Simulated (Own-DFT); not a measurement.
# Computed records: GaP (zincblende, strongly disordered by large displacements), InAs (zincblende, strongly disordered by large displacements)

All values are calculated (Own-DFT development build). A calculation, not a measurement: plane-wave PBE density functional theory by an unreviewed code, no spin, of a simulated periodic cell, stress positive in tension, free energy of the whole cell less one offset for each atom, forces on such cells passed a denser k mesh, this cell's mesh not checked; broken bonds can close the gap or carry spin, so checks made on this kind of crystal may not hold here; offsets are fitted by least squares, one for each functional and potential file, so energies compare only between cells with the same atoms and settings and are not formation energies; the far tail of each file's local potential was reset to the Coulomb form; each entry is a single point on an unrelaxed cell, so the pressure reflects the starting lattice, mostly measured values (interpolated for alloys), from which strain is counted, and rises with the displacements; printed positions are rounded, which can move forces by about a meV/angstrom; the program, named Own-DFT, is a retired in-house code; no spin-orbit coupling.

Common to all runs: functional PBE; potential files PseudoDojo norm-conserving, scalar-relativistic, standard set; wave cutoff 42 hartree; occupations Fermi-Dirac; smearing width 0.1 eV; k mesh 3 x 3 x 3 centred on Gamma.

(1) GaP (zincblende, strongly disordered by large displacements)

```
GaP
1.0
     10.9010     0.0000     0.0000
      0.0000    10.9010     0.0000
      0.0000     0.0000    10.9010
Ga P Ga P Ga P Ga P Ga P Ga P Ga P Ga P
4 4 4 4 4 4 4 4 4 4 4 4 4 4 4 4
Direct
  0.98423 0.03390 0.01696
  0.00776 0.28605 0.22464
  0.25331 0.94343 0.24124
  0.28681 0.31131 0.04478
  0.09606 0.06898 0.14377
  0.10693 0.35597 0.36584
  0.39410 0.16222 0.36312
  0.41581 0.39515 0.14663
  0.99070 0.97420 0.44435
  0.06751 0.23553 0.73086
  0.27073 0.99212 0.73967
  0.24406 0.31223 0.46121
  0.18873 0.11527 0.63830
  0.08802 0.40176 0.88815
  0.38452 0.05922 0.88462
  0.38982 0.42957 0.64004
  0.06993 0.53424 0.99374
  0.01193 0.75219 0.25265
  0.22972 0.51101 0.23733
  0.27889 0.76896 0.01732
  0.09487 0.58260 0.15667
  0.15170 0.86507 0.35679
  0.36300 0.63266 0.43717
  0.39670 0.92310 0.14620
  0.04023 0.48310 0.51006
  0.03109 0.76727 0.71754
  0.20586 0.48766 0.77639
  0.23201 0.73291 0.51489
  0.08770 0.60821 0.61920
  0.14087 0.90452 0.89500
  0.37686 0.62648 0.86038
  0.33043 0.87633 0.55168
  0.50270 0.02738 0.06091
  0.51476 0.26262 0.29485
  0.77682 0.02537 0.19798
  0.75996 0.27603 0.97593
  0.65120 0.10040 0.10631
  0.66065 0.41311 0.41823
  0.84004 0.07882 0.35355
  0.85387 0.37183 0.09889
  0.47387 0.97164 0.53933
  0.55226 0.28258 0.72601
  0.81318 0.05892 0.72765
  0.76698 0.28653 0.50558
  0.60904 0.10205 0.54759
  0.54327 0.37242 0.89431
  0.93860 0.16198 0.83269
  0.90606 0.35985 0.58916
  0.55599 0.50284 0.00674
  0.49659 0.70494 0.25866
  0.75350 0.50176 0.26111
  0.80187 0.82262 0.97789
  0.59108 0.55420 0.16577
  0.65243 0.88060 0.32650
  0.90082 0.62057 0.34325
  0.84240 0.88048 0.13289
  0.53937 0.53015 0.50483
  0.50667 0.73311 0.82039
  0.71195 0.48651 0.78693
  0.74845 0.72303 0.54621
  0.59948 0.65988 0.60166
  0.59168 0.88224 0.89592
  0.86834 0.68290 0.86197
  0.88618 0.91060 0.59125
```

* hardware: one NVIDIA H100
* free energy of cell above offsets: 53.167 eV
* pressure: 23.27 GPa
* stress xx: -24.04 GPa
* stress yy: -21.03 GPa
* stress zz: -24.73 GPa
* stress yz: -5.86 GPa
* stress xz: -2.27 GPa
* stress xy: -7.17 GPa
* wall time: 617.4 s

Force:
| element | x (eV/Å) | y (eV/Å) | z (eV/Å) |
| --- | --- | --- | --- |
| Ga | -4.678 | -2.288 | -7.569 |
| Ga | -2.615 | -3.523 | -3.893 |
| Ga | -1.369 | 5.998 | -1.519 |
| Ga | -4.125 | -3.519 | -3.557 |
| P | 5.715 | 4.289 | 6.85 |
| P | -3.648 | 3.683 | -2.442 |
| P | -7.217 | -6.016 | 4.414 |
| P | 2.244 | 2.698 | 3.408 |
| Ga | 1.938 | 1.252 | -1.737 |
| Ga | 2.386 | 3.737 | -3.249 |
| Ga | 1.673 | -4.932 | 2.086 |
| Ga | 9.316 | -3.638 | 5.944 |
| P | -2.036 | 4.156 | -6.081 |
| P | -0.832 | -9.915 | -2.889 |
| P | 1.746 | 2.17 | 1.353 |
| P | -1.198 | -1.597 | -0.394 |
| Ga | -3.955 | 5.431 | -2.661 |
| Ga | -0.399 | 2.033 | -1.88 |
| Ga | 8.528 | -4.082 | 5.316 |
| Ga | -0.063 | 0.076 | -0.843 |
| P | -4.905 | 6.936 | 3.328 |
| P | -5.67 | -4.394 | 6.48 |
| P | 3.751 | -4.153 | -5.848 |
| P | 0.669 | -8.812 | 0.917 |
| Ga | -3.34 | -4.055 | -6.564 |
| Ga | -2.344 | 3.085 | 2.519 |
| Ga | 4.755 | 3.075 | -4.136 |
| Ga | -7.159 | -2.822 | 0.67 |
| P | 4.369 | 4.822 | 4.894 |
| P | -0.436 | -1.374 | -0.563 |
| P | -7.139 | -5.148 | 3.071 |
| P | -2.502 | 2.195 | 3.851 |
| Ga | -1.853 | 1.224 | -7.673 |
| Ga | 7.043 | 5.533 | -3.724 |
| Ga | -0.371 | 1.854 | 2.462 |
| Ga | -3.187 | -3.819 | -3.648 |
| P | 1.181 | 10.37 | -2.778 |
| P | -1.675 | -1.417 | -3.802 |
| P | 2.731 | 4.41 | 6.771 |
| P | 3.318 | 3.779 | 4.566 |
| Ga | 4.743 | 2.116 | -1.606 |
| Ga | -0.804 | -2.309 | -3.967 |
| Ga | -2.997 | -1.628 | -2.129 |
| Ga | -2.552 | -6.124 | -1.341 |
| P | 3.26 | 3.05 | 1.527 |
| P | 0.079 | -5.986 | -2.375 |
| P | -4.858 | -1.537 | 6.845 |
| P | 4.003 | 0.988 | 5.475 |
| Ga | -1.79 | 4.289 | -3.973 |
| Ga | -0.684 | 3.008 | 1.498 |
| Ga | 2.839 | -0.604 | -0.986 |
| Ga | -3.815 | -2.256 | -8.228 |
| P | 0.756 | 3.307 | 6.994 |
| P | -1.068 | -1.269 | 1.33 |
| P | -1.505 | -1.093 | 3.656 |
| P | 7.094 | -5.716 | 4.998 |
| Ga | -5.832 | -4.949 | -2.626 |
| Ga | 5.032 | 2.663 | -3.809 |
| Ga | 1.295 | 0.954 | -0.822 |
| Ga | 9.404 | 4.638 | -4.564 |
| P | -4.281 | 3.877 | 9.788 |
| P | 2.53 | 3.065 | 1.088 |
| P | 1.511 | -2.484 | -1.416 |
| P | -1.008 | -3.298 | 3.194 |

(2) InAs (zincblende, strongly disordered by large displacements)

```
InAs
1.0
     12.1166     0.0000     0.0000
      0.0000    12.1166     0.0000
      0.0000     0.0000    12.1166
In As In As In As In As In As In As In As In As
4 4 4 4 4 4 4 4 4 4 4 4 4 4 4 4
Direct
  0.01376 0.00858 0.98876
  0.99595 0.18830 0.25274
  0.21569 0.97167 0.21705
  0.27845 0.25742 0.98712
  0.14297 0.14031 0.16683
  0.17814 0.36151 0.34754
  0.38697 0.10902 0.40802
  0.36284 0.42419 0.05015
  0.03306 0.97870 0.50711
  0.98531 0.31827 0.76128
  0.25124 0.95593 0.78279
  0.30769 0.24473 0.50861
  0.13705 0.16500 0.67100
  0.13368 0.38210 0.88008
  0.41486 0.16640 0.92075
  0.39186 0.42250 0.66398
  0.00947 0.45067 0.98891
  0.02789 0.76720 0.23819
  0.26079 0.46275 0.20612
  0.25774 0.79047 0.99247
  0.16697 0.60633 0.11242
  0.09773 0.89166 0.36306
  0.39060 0.63453 0.36674
  0.37162 0.86562 0.14124
  0.01146 0.49059 0.50181
  0.98689 0.77282 0.69701
  0.26947 0.54340 0.70528
  0.25538 0.75709 0.50140
  0.13806 0.64512 0.59382
  0.12266 0.85785 0.88836
  0.38181 0.59782 0.94299
  0.40502 0.90227 0.60632
  0.51674 0.02497 0.02352
  0.50359 0.21412 0.22474
  0.77008 0.98906 0.32015
  0.79460 0.18808 0.06116
  0.62489 0.14107 0.11868
  0.64637 0.36725 0.42018
  0.86759 0.20629 0.38391
  0.90453 0.35781 0.11813
  0.51547 0.00505 0.51394
  0.53902 0.26345 0.73913
  0.74919 0.98696 0.72817
  0.74915 0.22016 0.51459
  0.65559 0.10912 0.64091
  0.62891 0.36916 0.93208
  0.87860 0.15281 0.89467
  0.85054 0.35021 0.65121
  0.53338 0.49690 0.00862
  0.54757 0.75055 0.27948
  0.74240 0.51770 0.25314
  0.77556 0.74672 0.01257
  0.62040 0.62297 0.13985
  0.60945 0.92115 0.34985
  0.87546 0.66106 0.41109
  0.90052 0.86013 0.15874
  0.50350 0.52835 0.53723
  0.47354 0.70647 0.76901
  0.69218 0.53257 0.75072
  0.69371 0.77535 0.49728
  0.64374 0.64779 0.60922
  0.60627 0.87386 0.94182
  0.89106 0.63460 0.84211
  0.88304 0.88926 0.61362
```

- hardware: one NVIDIA H200
- free energy of cell above offsets: 30.052 eV
- pressure: 14.27 GPa
- stress xx: -17.5 GPa
- stress yy: -12.48 GPa
- stress zz: -12.83 GPa
- stress yz: 0.69 GPa
- stress xz: 3.34 GPa
- stress xy: 3.6 GPa
- wall time: 1219 s

Force:
| element | x (eV/Å) | y (eV/Å) | z (eV/Å) |
| --- | --- | --- | --- |
| In | -0.565 | 0.675 | 1.243 |
| In | -2.403 | 2.455 | 0.704 |
| In | 1.83 | -1.294 | 0.946 |
| In | -6.86 | 1.186 | 1.883 |
| As | 4.934 | 0.864 | -5.658 |
| As | -1.935 | -1.725 | 3.157 |
| As | 0.186 | -1.435 | -4.696 |
| As | -0.833 | -1.011 | 0.077 |
| In | -0.885 | 5.179 | 4.644 |
| In | 4.464 | -2.735 | 3.192 |
| In | 2.546 | 3.441 | -2.886 |
| In | -2.982 | 3.722 | 2.712 |
| As | 0.596 | -1.364 | -1.024 |
| As | 5.979 | -1.508 | -4.244 |
| As | 4.404 | -3.573 | -4.56 |
| As | 4.02 | -6.933 | -1.133 |
| In | -2.643 | 5.266 | 2.244 |
| In | 3.899 | -8.156 | 1.124 |
| In | 0.535 | 1.012 | 2.967 |
| In | 3.383 | -3.705 | 2.729 |
| As | -2.922 | 3.05 | -0.91 |
| As | 3.924 | -1.445 | -0.6 |
| As | -0.349 | -0.511 | 0.599 |
| As | 2.305 | 0.527 | 0.563 |
| In | -0.791 | -0.757 | -0.891 |
| In | 4.182 | -5.685 | 4.378 |
| In | -4.124 | 3.64 | 3.826 |
| In | 3.637 | 3.316 | -3.155 |
| As | -3.98 | -1.365 | 2.074 |
| As | -5.541 | -0.305 | -2.341 |
| As | -3.425 | 2.65 | -2.335 |
| As | -6.016 | -5.718 | 5.241 |
| In | -3.742 | -2.853 | -0.813 |
| In | -5.12 | 3.763 | 6.009 |
| In | 7.97 | 3.569 | -2.324 |
| In | 1.788 | 1.847 | 0.898 |
| As | 4.274 | -1.195 | 0.358 |
| As | -1.925 | 1.89 | -1.675 |
| As | 1.882 | -1.816 | -2.768 |
| As | -2.364 | -0.186 | 3.674 |
| In | 4.893 | 3.753 | -1.697 |
| In | -0.67 | 0.722 | 1.487 |
| In | 3.066 | -4.24 | 6.59 |
| In | -2.575 | 1.442 | 3.663 |
| As | -5.42 | 3.247 | -1.865 |
| As | 5.04 | -5.255 | -4.66 |
| As | 1.475 | -1.866 | -3.787 |
| As | -4.945 | 3.186 | -4.092 |
| In | 1.5 | 4.015 | 2.201 |
| In | -2.41 | -1.568 | -0.621 |
| In | 2.572 | -1.964 | 2.483 |
| In | 0.077 | 0.002 | -0.359 |
| As | 0.859 | 1.614 | -1.369 |
| As | -5.159 | -1.066 | 1.35 |
| As | -0.025 | -0.709 | -1.1 |
| As | -6.172 | 4.935 | -4.21 |
| In | -0.457 | -0.806 | -3.654 |
| In | 0.373 | 1.426 | -0.281 |
| In | 2.738 | -3.048 | 3.822 |
| In | 3.411 | 4.695 | -4.186 |
| As | -1.896 | -1.618 | 3.048 |
| As | 1.709 | -2.586 | -2.931 |
| As | -0.65 | -0.591 | 0.942 |
| As | -4.665 | 3.502 | -4 |

(3) InAs (zincblende, strongly disordered by large displacements)

```
InAs
1.0
     12.1166     0.0000     0.0000
      0.0000    12.1166     0.0000
      0.0000     0.0000    12.1166
In As In As In As In As In As In As In As In As
4 4 4 4 4 4 4 4 4 4 4 4 4 4 4 4
Direct
  0.00713 0.99860 0.96899
  0.03116 0.26359 0.22660
  0.24424 0.01604 0.26923
  0.26726 0.24967 0.02727
  0.13904 0.13120 0.10797
  0.13383 0.38280 0.35557
  0.37610 0.13973 0.35993
  0.35729 0.36485 0.11346
  0.00846 0.96625 0.49627
  0.01174 0.23530 0.79389
  0.26145 0.00157 0.75729
  0.25216 0.25250 0.50533
  0.11844 0.12605 0.65223
  0.08288 0.36230 0.88692
  0.37319 0.13051 0.90064
  0.38543 0.38654 0.61223
  0.01765 0.49700 0.00115
  0.00314 0.73410 0.26645
  0.25198 0.48332 0.25241
  0.25041 0.75652 0.00015
  0.15838 0.61833 0.11860
  0.13552 0.89184 0.36896
  0.37088 0.61547 0.39175
  0.36755 0.87917 0.11014
  0.97553 0.52065 0.50597
  0.00859 0.75975 0.74494
  0.23398 0.51516 0.72621
  0.24483 0.75843 0.50618
  0.12959 0.61389 0.63028
  0.15119 0.88757 0.87510
  0.41632 0.62141 0.89209
  0.36745 0.88920 0.62716
  0.51905 0.01318 0.00682
  0.52483 0.23847 0.27918
  0.75969 0.00626 0.23593
  0.76527 0.24179 0.97185
  0.60830 0.12246 0.12822
  0.64202 0.39540 0.38056
  0.86956 0.14006 0.38397
  0.89707 0.36906 0.11600
  0.51088 0.98576 0.49759
  0.47238 0.22901 0.75154
  0.79448 0.98798 0.76277
  0.75104 0.21887 0.49428
  0.63760 0.13074 0.64619
  0.64095 0.36099 0.87846
  0.86621 0.12587 0.88224
  0.87680 0.37316 0.64497
  0.50807 0.48427 0.01184
  0.47053 0.76674 0.24929
  0.75652 0.49630 0.26210
  0.74914 0.75477 0.01235
  0.64185 0.61803 0.13505
  0.61777 0.88747 0.37280
  0.85751 0.63782 0.36306
  0.86718 0.89514 0.13251
  0.53702 0.48826 0.50281
  0.48881 0.74680 0.74038
  0.73272 0.52944 0.74905
  0.75438 0.71052 0.50855
  0.63713 0.62653 0.62689
  0.61841 0.90075 0.89500
  0.85989 0.67507 0.88101
  0.82655 0.87401 0.60864
```

* hardware: one NVIDIA H200
* free energy of cell above offsets: 1.249 eV
* pressure: 9.43 GPa
* stress xx: -8.7 GPa
* stress yy: -9.76 GPa
* stress zz: -9.83 GPa
* stress yz: -2.52 GPa
* stress xz: 2.37 GPa
* stress xy: 0.01 GPa
* wall time: 1177 s

Force:
| element | x (eV/Å) | y (eV/Å) | z (eV/Å) |
| --- | --- | --- | --- |
| In | -0.306 | 0.063 | 2.543 |
| In | -0.948 | -1.208 | 0.935 |
| In | 1.322 | 0.859 | -3.522 |
| In | -4.601 | -4.163 | -6.222 |
| As | -2.212 | -3.164 | 1.179 |
| As | -2.855 | -1.579 | 4.507 |
| As | -0.699 | -0.896 | 2.888 |
| As | 6.93 | 7.092 | 5.634 |
| In | -2.798 | 2.442 | 2.276 |
| In | -3.223 | -4.386 | -5.909 |
| In | 0.533 | 2.451 | -0.092 |
| In | -0.502 | 0.056 | -0.208 |
| As | 0.46 | -0.707 | -1.85 |
| As | 6.982 | 4.55 | 2.125 |
| As | -0.136 | -1.278 | -1.039 |
| As | -0.587 | -0.557 | 1.181 |
| In | -1.672 | 3.751 | 1.596 |
| In | 1.721 | 1.749 | -2.38 |
| In | 3.179 | 2.575 | -1.41 |
| In | 0.985 | -1.101 | -0.912 |
| As | -2.108 | 0.004 | 0.837 |
| As | -0.52 | -3.641 | 0.075 |
| As | 0.555 | 0.351 | -0.463 |
| As | 0.254 | 1.969 | 1.023 |
| In | 0.354 | -1.796 | 0.055 |
| In | -0.497 | 0.407 | 0.175 |
| In | 6.402 | -5.971 | 6.219 |
| In | 0.4 | -0.574 | -0.269 |
| As | -5.827 | 6.136 | -5.214 |
| As | -1.835 | -1.944 | -0.365 |
| As | -2.651 | 0.795 | -1.199 |
| As | 0.963 | -1.126 | -0.789 |
| In | -4.337 | -0.557 | -0.176 |
| In | 0.83 | 2.088 | -1.283 |
| In | -2.642 | 2.872 | 3.254 |
| In | -3.158 | 3.672 | 5.821 |
| As | 3.547 | 2.957 | 2.104 |
| As | 0.752 | -4.799 | -1.012 |
| As | 5.068 | -3.326 | -4.535 |
| As | -2.478 | 0.566 | 0.179 |
| In | -1.21 | 2.763 | 2.064 |
| In | 1.356 | 1.539 | -0.721 |
| In | -3.133 | -0.114 | 0.567 |
| In | -3.265 | 3.873 | 3.981 |
| As | -0.858 | -1.236 | -0.104 |
| As | -2.345 | 1.98 | -1.664 |
| As | 3.832 | -3.927 | -2.18 |
| As | -0.483 | 0.32 | -0.566 |
| In | 1.368 | -1.017 | 0.715 |
| In | 1.198 | -1.237 | 0.939 |
| In | 1.44 | -0.618 | -3.459 |
| In | -2.286 | 2.12 | 2.133 |
| As | -1.668 | 0.473 | 0.05 |
| As | 2.081 | -2.605 | -2.07 |
| As | 1.612 | -0.766 | -0.007 |
| As | 3.896 | -3.317 | -2.589 |
| In | -3.438 | 2.372 | 2.019 |
| In | 0.642 | 1.035 | 0.507 |
| In | 4.017 | -3.992 | 4.407 |
| In | -0.037 | 3.287 | -1.567 |
| As | -5.796 | 1.246 | -0.604 |
| As | 2.707 | -3.44 | -3.558 |
| As | 2.765 | -3.099 | -2.599 |
| As | 2.959 | -0.271 | -1.451 |

(4) GaP (zincblende, strongly disordered by large displacements)

```
GaP
1.0
     10.9010     0.0000     0.0000
      0.0000    10.9010     0.0000
      0.0000     0.0000    10.9010
Ga P Ga P Ga P Ga P Ga P Ga P Ga P Ga P
4 4 4 4 4 4 4 4 4 4 4 4 4 4 4 4
Direct
  0.96645 0.06432 0.02649
  0.02230 0.23597 0.26675
  0.24844 0.01288 0.23885
  0.25033 0.27267 0.97281
  0.09908 0.11972 0.15747
  0.13776 0.38555 0.37228
  0.33489 0.07239 0.37318
  0.36258 0.37380 0.11272
  0.01759 0.98526 0.50919
  0.00017 0.25816 0.77355
  0.27567 0.99486 0.77196
  0.20258 0.27570 0.49143
  0.09812 0.11675 0.58187
  0.10605 0.35949 0.87116
  0.35912 0.11283 0.87363
  0.39868 0.33457 0.61984
  0.04152 0.52113 0.01767
  0.00236 0.74284 0.30570
  0.26351 0.49210 0.21152
  0.27538 0.78199 0.99723
  0.09165 0.63074 0.13821
  0.19099 0.89186 0.35263
  0.38021 0.61909 0.36725
  0.41912 0.87037 0.10316
  0.04611 0.51232 0.51630
  0.97537 0.75508 0.73788
  0.21238 0.48842 0.73052
  0.24391 0.69362 0.43076
  0.16210 0.63747 0.61481
  0.14674 0.87070 0.86198
  0.35987 0.65827 0.79559
  0.36310 0.90430 0.65909
  0.47739 0.01016 0.98249
  0.47408 0.22113 0.23508
  0.73715 0.95935 0.23560
  0.74992 0.28279 0.03568
  0.59740 0.13581 0.15403
  0.61532 0.40303 0.44496
  0.84071 0.18009 0.37113
  0.88969 0.33808 0.13918
  0.49051 0.96778 0.52382
  0.50738 0.25397 0.72349
  0.73250 0.01278 0.70573
  0.71515 0.22733 0.50161
  0.58003 0.07251 0.62246
  0.60377 0.35721 0.82346
  0.88827 0.12370 0.86965
  0.88435 0.34126 0.68008
  0.48860 0.47114 0.00461
  0.46654 0.74337 0.29221
  0.74962 0.54378 0.24973
  0.71543 0.73403 0.97870
  0.58909 0.60224 0.19273
  0.60046 0.92743 0.34115
  0.91349 0.64867 0.41417
  0.84669 0.93094 0.10178
  0.50300 0.50867 0.52087
  0.48714 0.78817 0.67270
  0.75247 0.53093 0.77694
  0.73204 0.71910 0.50150
  0.64493 0.67392 0.64962
  0.72200 0.90749 0.83937
  0.82932 0.62981 0.89573
  0.89677 0.86548 0.63448
```

* hardware: one NVIDIA H100
* free energy of cell above offsets: 54.675 eV
* pressure: 24.22 GPa
* stress xx: -24.36 GPa
* stress yy: -22.48 GPa
* stress zz: -25.81 GPa
* stress yz: -0.98 GPa
* stress xz: -1.01 GPa
* stress xy: 2.16 GPa
* wall time: 650 s

Force:
| element | x (eV/Å) | y (eV/Å) | z (eV/Å) |
| --- | --- | --- | --- |
| Ga | 1.594 | -1.18 | 0.708 |
| Ga | -3.44 | 4.667 | 5.082 |
| Ga | -1.123 | 0.422 | -13.06 |
| Ga | 0.754 | -2.155 | 1.009 |
| P | 4.866 | -2.713 | -4.601 |
| P | -2.566 | 5.337 | -6.313 |
| P | 6.079 | 5.771 | 8.17 |
| P | 1.356 | -4.934 | -0.373 |
| Ga | -4.119 | -7.225 | -4.808 |
| Ga | 2.583 | -8.578 | 0.099 |
| Ga | -9.068 | 1.837 | 1.981 |
| Ga | 4.832 | -6.279 | 5.812 |
| P | 5.109 | 7.997 | 5.964 |
| P | 3.968 | 6.271 | 3.657 |
| P | 1.83 | 7.967 | 2.335 |
| P | -8.932 | 6.024 | -6.862 |
| Ga | -4.689 | -7.209 | -7.103 |
| Ga | 6.235 | 6.935 | -7.239 |
| Ga | -3.789 | 3.79 | 3.542 |
| Ga | -0.909 | -1.65 | -1.292 |
| P | 4.916 | 6.307 | 6.34 |
| P | -4.61 | -6.881 | 6.208 |
| P | 3.251 | -13.58 | 0.745 |
| P | -0.886 | -1.526 | 2.8 |
| Ga | -2.705 | -1.893 | -0.523 |
| Ga | 5.784 | -6.398 | 7.064 |
| Ga | 2.827 | -1.77 | 1.621 |
| Ga | -9.851 | 6.122 | 4.333 |
| P | -0.738 | 3.14 | 0.574 |
| P | -2.906 | -0.634 | 0.778 |
| P | -0.388 | -1.591 | 2.338 |
| P | -2.69 | -0.879 | -8.001 |
| Ga | 4.08 | 0.289 | 1.014 |
| Ga | -7.462 | 4.651 | 5.69 |
| Ga | 1.677 | 3.458 | 1.474 |
| Ga | -4.636 | -2.756 | -3.742 |
| P | 7.752 | -4.476 | -6.288 |
| P | 6.686 | -5.474 | -5.957 |
| P | 2.563 | -2.84 | -2.581 |
| P | 3.04 | 4.485 | 2.152 |
| Ga | -4.48 | -4.05 | -9.166 |
| Ga | 0.791 | -10.17 | 1.703 |
| Ga | 5.075 | 4.111 | -4.982 |
| Ga | -1.8 | 1.053 | 3.311 |
| P | 3.201 | 10.16 | 3.401 |
| P | 6.109 | 6.377 | 7.488 |
| P | -3.194 | 0.701 | -2.768 |
| P | -7.919 | 6.944 | -7.357 |
| Ga | 2.725 | 2.506 | -2.912 |
| Ga | 7.037 | 9.803 | -5.816 |
| Ga | 5.977 | -3.188 | 2.959 |
| Ga | -5.516 | 5.879 | 4.56 |
| P | -3.925 | 1.381 | -4.216 |
| P | -6.151 | -3.769 | 5.312 |
| P | -7.429 | -6.641 | 5.655 |
| P | 2.709 | -5.008 | -4.276 |
| Ga | -5.841 | 5.112 | 4.614 |
| Ga | 5.273 | -6.748 | 2.701 |
| Ga | -3.82 | -7.294 | -6.492 |
| Ga | 3.817 | 3.019 | -6.073 |
| P | -2.992 | -3.255 | 4.528 |
| P | -1.776 | -6.509 | 9.723 |
| P | 11.52 | -0.154 | 2.539 |
| P | -5.663 | 6.891 | -7.181 |
